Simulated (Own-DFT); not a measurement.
## Calculated data, AlGa3N4 (wurtzite random alloy, atoms displaced)

All values are calculated (Own-DFT development build). A calculation, not a measurement: plane-wave density functional theory by an unreviewed code, no spin, of a simulated periodic cell, stress positive in tension, run twice, with PBE and with PBEsol, both on files made for PBE, so the change isn't that of files made for PBEsol, forces on such cells passed a denser k mesh, this cell's mesh not checked; the far tail of each file's local potential was reset to the Coulomb form; each entry is a single point on an unrelaxed cell, so the pressure reflects the starting lattice, mostly measured values (interpolated for alloys), from which strain is counted, and rises with the displacements; printed positions are rounded, which can move forces by about a meV/angstrom; the program, named Own-DFT, is a retired in-house code; no spin-orbit coupling; stress was not checked against mesh or cutoff.

Settings shared by all entries: functional PBE, then PBEsol; potential files PseudoDojo norm-conserving, scalar-relativistic, standard set; wave cutoff 42 hartree; occupations Fermi-Dirac; smearing width 0.1 eV; k mesh 4 x 4 x 3 centred on Gamma.

(1) 
```cif
# cell vector a (Å): 9.5092 0.0000 0.0000
# cell vector b (Å): -4.7546 8.2353 0.0000
# cell vector c (Å): 0.0000 0.0000 10.2685
data_AlGa3N4
_symmetry_space_group_name_H-M 'P 1'
_symmetry_Int_Tables_number 1
_cell_length_a 9.5092
_cell_length_b 9.5093
_cell_length_c 10.2685
_cell_angle_alpha 90.000
_cell_angle_beta 90.000
_cell_angle_gamma 120.000
_cell_volume 804.14
loop_
_atom_site_label
_atom_site_type_symbol
_atom_site_fract_x
_atom_site_fract_y
_atom_site_fract_z
_atom_site_occupancy
Ga1 Ga 0.10958 0.22387 0.99938 1
Ga2 Ga 0.22651 0.11334 0.24790 1
N1 N 0.11485 0.22705 0.18473 1
N2 N 0.22122 0.11256 0.43812 1
Ga3 Ga 0.11403 0.22224 0.49835 1
Al1 Al 0.21547 0.11485 0.74644 1
N3 N 0.11628 0.21765 0.69130 1
N4 N 0.22166 0.10965 0.93931 1
Ga4 Ga 0.11464 0.55903 0.99864 1
Al2 Al 0.21837 0.44127 0.24610 1
N5 N 0.11089 0.55901 0.19162 1
N6 N 0.22168 0.44166 0.43228 1
Ga5 Ga 0.11237 0.54795 0.50085 1
Ga6 Ga 0.22080 0.44286 0.74730 1
N7 N 0.11027 0.55302 0.68712 1
N8 N 0.21827 0.44426 0.93421 1
Al3 Al 0.11627 0.88661 0.99498 1
Ga7 Ga 0.22220 0.77816 0.24599 1
N9 N 0.10977 0.89579 0.18745 1
N10 N 0.22320 0.77839 0.43591 1
Ga8 Ga 0.11335 0.89561 0.50310 1
Ga9 Ga 0.22174 0.77613 0.75345 1
N11 N 0.10286 0.88645 0.68874 1
N12 N 0.22468 0.77724 0.93318 1
Ga10 Ga 0.44080 0.21999 0.00425 1
Al4 Al 0.55430 0.11401 0.24363 1
N13 N 0.44920 0.22467 0.19187 1
N14 N 0.55368 0.10463 0.43895 1
Ga11 Ga 0.44698 0.22395 0.50286 1
Ga12 Ga 0.55682 0.11343 0.74807 1
N15 N 0.44355 0.22450 0.69048 1
N16 N 0.55743 0.10602 0.94405 1
Al5 Al 0.44078 0.55228 0.00120 1
Al6 Al 0.55764 0.44539 0.25068 1
N17 N 0.44231 0.55460 0.18458 1
N18 N 0.54700 0.44069 0.43835 1
Ga13 Ga 0.44580 0.55470 0.50097 1
Ga14 Ga 0.55434 0.43966 0.75126 1
N19 N 0.44718 0.56253 0.69131 1
N20 N 0.56228 0.45219 0.94088 1
Ga15 Ga 0.44551 0.89260 0.00319 1
Ga16 Ga 0.55438 0.77333 0.24880 1
N21 N 0.44044 0.88814 0.18815 1
N22 N 0.55475 0.77808 0.44368 1
Ga17 Ga 0.44040 0.88491 0.49833 1
Al7 Al 0.55477 0.77516 0.75301 1
N23 N 0.44358 0.89114 0.68760 1
N24 N 0.55471 0.77986 0.94090 1
Ga18 Ga 0.77284 0.22299 0.00058 1
Al8 Al 0.88954 0.11378 0.24757 1
N25 N 0.77512 0.22306 0.19222 1
N26 N 0.89247 0.11063 0.43631 1
Ga19 Ga 0.77649 0.21998 0.50133 1
Ga20 Ga 0.88628 0.11021 0.74693 1
N27 N 0.77109 0.21676 0.68619 1
N28 N 0.88558 0.10405 0.93349 1
Al9 Al 0.77976 0.55596 0.00171 1
Ga21 Ga 0.88799 0.44400 0.24450 1
N29 N 0.78030 0.55986 0.18455 1
N30 N 0.88728 0.44378 0.43594 1
Ga22 Ga 0.77958 0.54857 0.50051 1
Ga23 Ga 0.88456 0.43946 0.75719 1
N31 N 0.77024 0.55317 0.68899 1
N32 N 0.89402 0.44518 0.94263 1
Ga24 Ga 0.78235 0.89442 0.99860 1
Ga25 Ga 0.89544 0.78244 0.24799 1
N33 N 0.77666 0.89390 0.18857 1
N34 N 0.89297 0.78043 0.44068 1
Ga26 Ga 0.77959 0.88857 0.49501 1
Ga27 Ga 0.88977 0.77498 0.74648 1
N35 N 0.78195 0.89092 0.68619 1
N36 N 0.89076 0.77984 0.94171 1
_calc_PBE_pressure 6.13  # GPa
_calc_PBE_stress_xx -5.32  # GPa
_calc_PBE_stress_yy -6.48  # GPa
_calc_PBE_stress_zz -6.6  # GPa
_calc_PBE_stress_yz -0.07  # GPa
_calc_PBE_stress_xz 0.29  # GPa
_calc_PBE_stress_xy -0.34  # GPa
_calc_PBEsol_pressure 1.26  # GPa
_calc_PBEsol_stress_xx -0.48  # GPa
_calc_PBEsol_stress_yy -1.57  # GPa
_calc_PBEsol_stress_zz -1.73  # GPa
_calc_PBEsol_stress_yz -0.06  # GPa
_calc_PBEsol_stress_xz 0.27  # GPa
_calc_PBEsol_stress_xy -0.3  # GPa
_calc_rms_change_of_force_components_from_PBE_to_PBEsol 0.067  # eV/angstrom
```

Force:
| force element | PBE force x (eV/Å) | PBE force y (eV/Å) | PBE force z (eV/Å) | PBEsol force x (eV/Å) | PBEsol force y (eV/Å) | PBEsol force z (eV/Å) |
| --- | --- | --- | --- | --- | --- | --- |
| Ga | 0.018 | -0.486 | -0.646 | 0.024 | -0.475 | -0.629 |
| Ga | -0.533 | 0.17 | 0.413 | -0.522 | 0.155 | 0.398 |
| N | -1.021 | -0.219 | 1.028 | -0.883 | -0.312 | 0.895 |
| N | 0.806 | 0.173 | -0.138 | 0.783 | 0.167 | -0.128 |
| Ga | -0.455 | 0.028 | 0.173 | -0.445 | 0.024 | 0.174 |
| Al | 2.469 | -1.55 | 1.246 | 2.495 | -1.558 | 1.253 |
| N | -1.821 | 1.045 | -0.892 | -1.989 | 1.148 | -0.957 |
| N | 0.042 | -0.54 | -0.886 | 0.047 | -0.377 | -0.776 |
| Ga | 0.223 | -0.167 | 0.57 | 0.214 | -0.179 | 0.539 |
| Al | 0.274 | 0.801 | 0.158 | 0.277 | 0.816 | 0.15 |
| N | 1.031 | -1.031 | -0.753 | 0.879 | -0.931 | -0.787 |
| N | 0.287 | 0.102 | -0.214 | 0.273 | 0.096 | -0.035 |
| Ga | -0.841 | 1.078 | -0.747 | -0.824 | 1.053 | -0.72 |
| Ga | 0.385 | 0.169 | 0.012 | 0.362 | 0.162 | 0.019 |
| N | -0.599 | -0.199 | 0.481 | -0.573 | -0.195 | 0.469 |
| N | 1.243 | 0.358 | 0.911 | 1.095 | 0.282 | 0.844 |
| Al | -1.202 | 0.397 | 0.404 | -1.189 | 0.398 | 0.413 |
| Ga | -0.651 | 0.464 | 0.972 | -0.631 | 0.446 | 0.96 |
| N | 1.384 | -0.421 | -1.554 | 1.346 | -0.411 | -1.38 |
| N | -0.661 | -0.545 | 0.343 | -0.63 | -0.524 | 0.335 |
| Ga | 0.582 | -1.026 | -0.638 | 0.554 | -1.014 | -0.626 |
| Ga | -0.063 | 0.381 | -1.94 | -0.053 | 0.364 | -1.892 |
| N | 1.66 | 1.487 | 0.616 | 1.612 | 1.319 | 0.551 |
| N | -0.82 | 0.566 | 1.831 | -0.671 | 0.471 | 1.731 |
| Ga | 0.364 | 0.612 | -0.865 | 0.347 | 0.592 | -0.84 |
| Al | 0.6 | -0.914 | 1.457 | 0.594 | -0.923 | 1.447 |
| N | 0.174 | 0.636 | 0.194 | 0.012 | 0.552 | 0.076 |
| N | -0.358 | 1.016 | -1.297 | -0.348 | 0.992 | -1.138 |
| Ga | 0.062 | -0.801 | -0.575 | 0.059 | -0.77 | -0.547 |
| Ga | -0.753 | -0.973 | 0.615 | -0.729 | -0.949 | 0.582 |
| N | -0.855 | -1.169 | 0.304 | -0.709 | -1.066 | 0.247 |
| N | -1.296 | 1.287 | -1.06 | -1.265 | 1.26 | -1.031 |
| Al | 0.217 | 0.765 | -0.802 | 0.202 | 0.759 | -0.808 |
| Al | -0.258 | 0.399 | -0.261 | -0.259 | 0.413 | -0.257 |
| N | 0.108 | -1.24 | 0.419 | 0.111 | -1.071 | 0.49 |
| N | 1.384 | 0.474 | -1.079 | 1.346 | 0.453 | -0.895 |
| Ga | -0.6 | 0.362 | 0.189 | -0.58 | 0.345 | 0.192 |
| Ga | -0.878 | 0.957 | 0.412 | -0.844 | 0.928 | 0.391 |
| N | 0.101 | -0.522 | 0.015 | 0.093 | -0.691 | -0.055 |
| N | -0.323 | -0.532 | 0.631 | -0.326 | -0.667 | 0.509 |
| Ga | 0.511 | -1.229 | -0.434 | 0.517 | -1.206 | -0.426 |
| Ga | -0.33 | 0.611 | 0.384 | -0.324 | 0.591 | 0.362 |
| N | 0.592 | 1.137 | 0.517 | 0.568 | 0.969 | 0.447 |
| N | 0.356 | -0.437 | -1.15 | 0.35 | -0.429 | -1.132 |
| Ga | -0.002 | 0.203 | 0.345 | -0.006 | 0.209 | 0.345 |
| Al | 0.009 | 1.178 | -0.27 | 0.01 | 1.202 | -0.269 |
| N | 0.773 | -0.75 | 0.733 | 0.643 | -0.672 | 0.671 |
| N | 0.187 | -1.221 | -0.601 | 0.18 | -1.056 | -0.484 |
| Ga | 1.467 | -0.293 | 0.271 | 1.434 | -0.284 | 0.259 |
| Al | 0.116 | -0.096 | 0.274 | 0.13 | -0.084 | 0.261 |
| N | 0.405 | -1.022 | -0.281 | 0.404 | -0.836 | -0.379 |
| N | -0.412 | 0.464 | -0.755 | -0.401 | 0.447 | -0.587 |
| Ga | 0.075 | -0.148 | -1.132 | 0.067 | -0.147 | -1.087 |
| Ga | 0.467 | -0.281 | -0.088 | 0.459 | -0.282 | -0.082 |
| N | 0.773 | 1.074 | 0.657 | 0.755 | 1.046 | 0.646 |
| N | -0.374 | 1.999 | 0.537 | -0.361 | 1.946 | 0.528 |
| Al | -0.194 | 0.693 | -0.518 | -0.172 | 0.679 | -0.535 |
| Ga | -0.202 | 0.468 | 0.786 | -0.197 | 0.47 | 0.771 |
| N | -0.852 | -0.742 | 0.324 | -0.708 | -0.659 | 0.437 |
| N | 0.722 | -0.532 | 0.006 | 0.7 | -0.523 | 0.013 |
| Ga | -1.059 | 1.045 | -0.184 | -1.03 | 1.022 | -0.165 |
| Ga | 0.065 | 0.446 | -1.268 | 0.075 | 0.431 | -1.239 |
| N | 1.305 | -0.34 | 0.055 | 1.276 | -0.331 | 0.053 |
| N | -1.477 | 0.239 | 0.223 | -1.328 | 0.16 | 0.161 |
| Ga | -0.318 | -1.441 | 0.312 | -0.317 | -1.403 | 0.302 |
| Ga | -1.023 | -0.206 | 0.49 | -0.986 | -0.201 | 0.483 |
| N | 0.454 | 0.511 | 0.411 | 0.442 | 0.344 | 0.347 |
| N | -0.055 | -0.932 | -0.583 | -0.06 | -0.896 | -0.572 |
| Ga | -0.175 | -0.034 | 0.643 | -0.159 | -0.027 | 0.645 |
| Ga | -1.232 | -0.01 | 0.9 | -1.203 | 0.002 | 0.862 |
| N | -1.232 | -0.889 | 0.404 | -1.094 | -0.803 | 0.35 |
| N | 1.236 | -0.854 | -0.057 | 1.082 | -0.762 | -0.147 |

(2) 
```cif
# cell vector a (Å): 9.5092 0.0000 0.0000
# cell vector b (Å): -4.7546 8.2353 0.0000
# cell vector c (Å): 0.0000 0.0000 10.2685
data_AlGa3N4
_symmetry_space_group_name_H-M 'P 1'
_symmetry_Int_Tables_number 1
_cell_length_a 9.5092
_cell_length_b 9.5093
_cell_length_c 10.2685
_cell_angle_alpha 90.000
_cell_angle_beta 90.000
_cell_angle_gamma 120.000
_cell_volume 804.14
loop_
_atom_site_label
_atom_site_type_symbol
_atom_site_fract_x
_atom_site_fract_y
_atom_site_fract_z
_atom_site_occupancy
Ga1 Ga 0.10353 0.21938 0.99860 1
Ga2 Ga 0.22065 0.10603 0.24840 1
N1 N 0.10673 0.21891 0.18439 1
N2 N 0.21979 0.10700 0.44345 1
Ga3 Ga 0.10908 0.22418 0.49892 1
Ga4 Ga 0.22578 0.11051 0.75121 1
N3 N 0.11001 0.22261 0.68952 1
N4 N 0.22433 0.11134 0.93867 1
Ga5 Ga 0.11893 0.56019 0.99930 1
Ga6 Ga 0.22201 0.44161 0.25482 1
N5 N 0.11007 0.56156 0.18722 1
N6 N 0.21684 0.44507 0.43661 1
Al1 Al 0.11081 0.55223 0.50099 1
Ga7 Ga 0.22927 0.44842 0.75024 1
N7 N 0.11047 0.55600 0.68654 1
N8 N 0.22274 0.44466 0.93982 1
Ga8 Ga 0.11326 0.89110 0.00084 1
Ga9 Ga 0.21646 0.77584 0.25166 1
N9 N 0.11012 0.88432 0.18980 1
N10 N 0.22494 0.77683 0.44002 1
Al2 Al 0.10749 0.88847 0.50660 1
Ga10 Ga 0.22325 0.78208 0.74771 1
N11 N 0.11391 0.89596 0.69063 1
N12 N 0.22033 0.77271 0.94032 1
Ga11 Ga 0.44404 0.21955 0.99880 1
Ga12 Ga 0.55698 0.11243 0.25182 1
N13 N 0.44077 0.21900 0.19168 1
N14 N 0.56019 0.11242 0.44352 1
Ga13 Ga 0.44358 0.22003 0.50179 1
Al3 Al 0.55023 0.11344 0.74481 1
N15 N 0.44931 0.22705 0.69072 1
N16 N 0.55541 0.10908 0.94050 1
Ga14 Ga 0.45391 0.55625 0.00214 1
Al4 Al 0.56448 0.45045 0.25025 1
N17 N 0.44794 0.55654 0.18860 1
N18 N 0.55440 0.44461 0.43806 1
Ga15 Ga 0.44556 0.55815 0.50219 1
Ga16 Ga 0.55506 0.44318 0.75147 1
N19 N 0.44483 0.55430 0.68549 1
N20 N 0.55524 0.44777 0.93859 1
Ga17 Ga 0.44438 0.88918 0.00197 1
Ga18 Ga 0.55833 0.77431 0.24996 1
N21 N 0.44544 0.88742 0.19144 1
N22 N 0.55146 0.77957 0.44204 1
Ga19 Ga 0.44618 0.88894 0.50117 1
Ga20 Ga 0.55565 0.77352 0.75105 1
N23 N 0.44337 0.89373 0.68913 1
N24 N 0.55700 0.77868 0.93352 1
Ga21 Ga 0.77679 0.21834 0.00141 1
Ga22 Ga 0.89214 0.11592 0.25109 1
N25 N 0.78097 0.22666 0.19142 1
N26 N 0.88675 0.10772 0.43757 1
Al5 Al 0.77989 0.22541 0.50614 1
Ga23 Ga 0.89243 0.11205 0.74980 1
N27 N 0.77693 0.22396 0.69371 1
N28 N 0.88610 0.10871 0.94023 1
Ga24 Ga 0.77725 0.55353 0.00316 1
Al6 Al 0.88831 0.44204 0.25397 1
N29 N 0.77425 0.55328 0.19224 1
N30 N 0.89099 0.45170 0.44189 1
Ga25 Ga 0.77528 0.55612 0.50297 1
Ga26 Ga 0.88565 0.44043 0.74989 1
N31 N 0.77316 0.55645 0.69338 1
N32 N 0.88432 0.44204 0.93539 1
Al7 Al 0.78077 0.88483 0.99911 1
Al8 Al 0.88664 0.78315 0.24716 1
N33 N 0.78007 0.88887 0.19170 1
N34 N 0.89041 0.77674 0.43568 1
Ga27 Ga 0.77986 0.89069 0.49950 1
Al9 Al 0.89203 0.77923 0.75184 1
N35 N 0.78071 0.89069 0.68776 1
N36 N 0.88842 0.77824 0.94013 1
_calc_PBE_pressure 5.98  # GPa
_calc_PBE_stress_xx -5.28  # GPa
_calc_PBE_stress_yy -5.88  # GPa
_calc_PBE_stress_zz -6.78  # GPa
_calc_PBE_stress_yz -0.17  # GPa
_calc_PBE_stress_xz 0.53  # GPa
_calc_PBE_stress_xy 0.02  # GPa
_calc_PBEsol_pressure 1.11  # GPa
_calc_PBEsol_stress_xx -0.43  # GPa
_calc_PBEsol_stress_yy -0.98  # GPa
_calc_PBEsol_stress_zz -1.91  # GPa
_calc_PBEsol_stress_yz -0.16  # GPa
_calc_PBEsol_stress_xz 0.5  # GPa
_calc_PBEsol_stress_xy 0.03  # GPa
_calc_rms_change_of_force_components_from_PBE_to_PBEsol 0.066  # eV/angstrom
```

Force:
| force element | PBE force x (eV/Å) | PBE force y (eV/Å) | PBE force z (eV/Å) | PBEsol force x (eV/Å) | PBEsol force y (eV/Å) | PBEsol force z (eV/Å) |
| --- | --- | --- | --- | --- | --- | --- |
| Ga | 0.951 | 0.624 | -0.254 | 0.926 | 0.618 | -0.242 |
| Ga | -0.34 | 0.335 | 0.643 | -0.314 | 0.328 | 0.621 |
| N | 0.744 | 0.422 | 0.841 | 0.717 | 0.41 | 0.825 |
| N | -0.206 | -0.365 | -0.232 | -0.2 | -0.201 | -0.279 |
| Ga | 0.492 | -0.456 | 0.291 | 0.495 | -0.451 | 0.281 |
| Ga | -0.644 | 0.995 | -0.067 | -0.63 | 0.968 | -0.062 |
| N | 0.724 | 0.349 | -0.094 | 0.703 | 0.338 | -0.095 |
| N | -0.521 | 0.045 | 0.096 | -0.504 | 0.038 | 0.088 |
| Ga | -0.966 | -1.321 | 0.197 | -0.934 | -1.275 | 0.196 |
| Ga | -0.263 | 0.506 | -1.709 | -0.251 | 0.501 | -1.665 |
| N | -0.114 | -1.839 | 0.706 | 0.005 | -1.718 | 0.64 |
| N | 0.243 | 0.199 | 1.128 | 0.379 | 0.1 | 1.032 |
| Al | -0.556 | 1.043 | -0.104 | -0.549 | 1.047 | -0.105 |
| Ga | -1.08 | -0.428 | 0.256 | -1.056 | -0.42 | 0.26 |
| N | 0.175 | 0.039 | -0.398 | 0.17 | 0.042 | -0.231 |
| N | 0.705 | -0.08 | -0.084 | 0.682 | -0.078 | -0.09 |
| Ga | 0.194 | -0.535 | -0.023 | 0.203 | -0.527 | -0.016 |
| Ga | 1.136 | 0.303 | 0.457 | 1.125 | 0.303 | 0.435 |
| N | -1.583 | 0.149 | -0.117 | -1.416 | 0.221 | -0.164 |
| N | -1.423 | -0.332 | 0.997 | -1.283 | -0.249 | 0.882 |
| Al | 0.655 | -0.286 | -1.224 | 0.664 | -0.287 | -1.218 |
| Ga | 0.182 | -0.787 | 0.421 | 0.189 | -0.769 | 0.423 |
| N | -0.891 | -1.513 | -0.493 | -0.739 | -1.394 | -0.364 |
| N | -0.174 | 1.485 | -0.709 | -0.168 | 1.453 | -0.689 |
| Ga | 0.116 | 0.466 | 0.63 | 0.111 | 0.439 | 0.625 |
| Ga | -0.012 | -0.362 | 0.159 | -0.02 | -0.372 | 0.146 |
| N | 0.419 | 1.5 | -0.105 | 0.409 | 1.335 | -0.144 |
| N | 0.47 | 0.656 | 0.045 | 0.325 | 0.562 | -0.008 |
| Ga | -0.103 | 0.283 | -0.524 | -0.113 | 0.285 | -0.507 |
| Al | 1.384 | -0.364 | 1.109 | 1.384 | -0.358 | 1.123 |
| N | -0.033 | -0.847 | 0.006 | -0.188 | -0.738 | -0.051 |
| N | -0.278 | 0.199 | -1.435 | -0.274 | 0.194 | -1.272 |
| Ga | -1.878 | 0.317 | -0.124 | -1.847 | 0.306 | -0.125 |
| Al | -1.284 | -1.289 | 0.298 | -1.297 | -1.301 | 0.289 |
| N | 0.538 | -0.973 | 0.691 | 0.413 | -0.871 | 0.623 |
| N | -0.081 | -0.08 | -0.641 | -0.076 | -0.073 | -0.469 |
| Ga | -0.131 | -0.323 | -0.957 | -0.118 | -0.315 | -0.922 |
| Ga | -0.205 | 0.541 | 0.097 | -0.2 | 0.527 | 0.085 |
| N | 0.2 | 0.128 | 0.63 | 0.189 | 0.13 | 0.619 |
| N | 0.95 | -0.987 | 0.043 | 0.926 | -0.958 | 0.039 |
| Ga | 0.187 | -0.326 | -0.028 | 0.174 | -0.318 | -0.021 |
| Ga | -0.84 | 0.606 | 0.447 | -0.837 | 0.6 | 0.437 |
| N | -0.053 | 0.073 | -0.038 | -0.05 | 0.076 | -0.045 |
| N | 1.348 | -0.38 | -0.528 | 1.32 | -0.374 | -0.515 |
| Ga | -0.774 | 0.232 | -0.038 | -0.758 | 0.215 | -0.044 |
| Ga | -0.35 | 0.95 | -0.821 | -0.352 | 0.92 | -0.794 |
| N | 0.678 | 0.356 | 0.487 | 0.653 | 0.184 | 0.412 |
| N | 0.904 | 0.255 | 1.644 | 0.774 | 0.177 | 1.552 |
| Ga | -0.327 | 0.67 | -0.131 | -0.321 | 0.653 | -0.131 |
| Ga | -0.405 | -0.631 | -0.147 | -0.394 | -0.628 | -0.144 |
| N | -0.128 | 0.381 | 0.132 | -0.12 | 0.203 | 0.069 |
| N | -0.941 | 1.345 | 0.72 | -0.802 | 1.25 | 0.655 |
| Al | 0.045 | -0.038 | -0.58 | 0.059 | -0.027 | -0.575 |
| Ga | -0.707 | -0.124 | 0.274 | -0.693 | -0.107 | 0.274 |
| N | -0.575 | -1.244 | -1.271 | -0.439 | -1.133 | -1.141 |
| N | 0.097 | -1.309 | -0.016 | 0.102 | -1.126 | -0.062 |
| Ga | 0.344 | -0.022 | -0.287 | 0.34 | -0.026 | -0.285 |
| Al | -0.07 | 0.937 | -0.311 | -0.073 | 0.943 | -0.315 |
| N | 0.903 | 0.702 | 0.443 | 0.924 | 0.714 | 0.276 |
| N | 0.98 | -1.491 | -0.328 | 0.822 | -1.398 | -0.267 |
| Ga | -0.038 | 0.234 | -0.044 | -0.044 | 0.22 | -0.041 |
| Ga | 0.12 | 1.058 | 0.082 | 0.12 | 1.02 | 0.1 |
| N | 0.843 | 1.177 | -0.211 | 0.817 | 0.995 | -0.26 |
| N | 0.638 | 0.157 | 0.982 | 0.614 | 0.15 | 0.957 |
| Al | -1.035 | 0.545 | 0.168 | -1.047 | 0.547 | 0.188 |
| Al | 1.244 | -1.005 | 0.607 | 1.243 | -1.011 | 0.599 |
| N | 0.149 | 0.122 | -1.396 | -0.014 | 0.205 | -1.29 |
| N | 0.286 | 0.654 | -0.061 | 0.153 | 0.564 | 0.042 |
| Ga | -0.107 | -0.688 | -0.048 | -0.111 | -0.668 | -0.046 |
| Al | -0.442 | -0.107 | -0.083 | -0.426 | -0.107 | -0.077 |
| N | 0.657 | -0.707 | 0.568 | 0.523 | -0.618 | 0.503 |
| N | -0.141 | 0.201 | -0.633 | 0.005 | 0.114 | -0.527 |
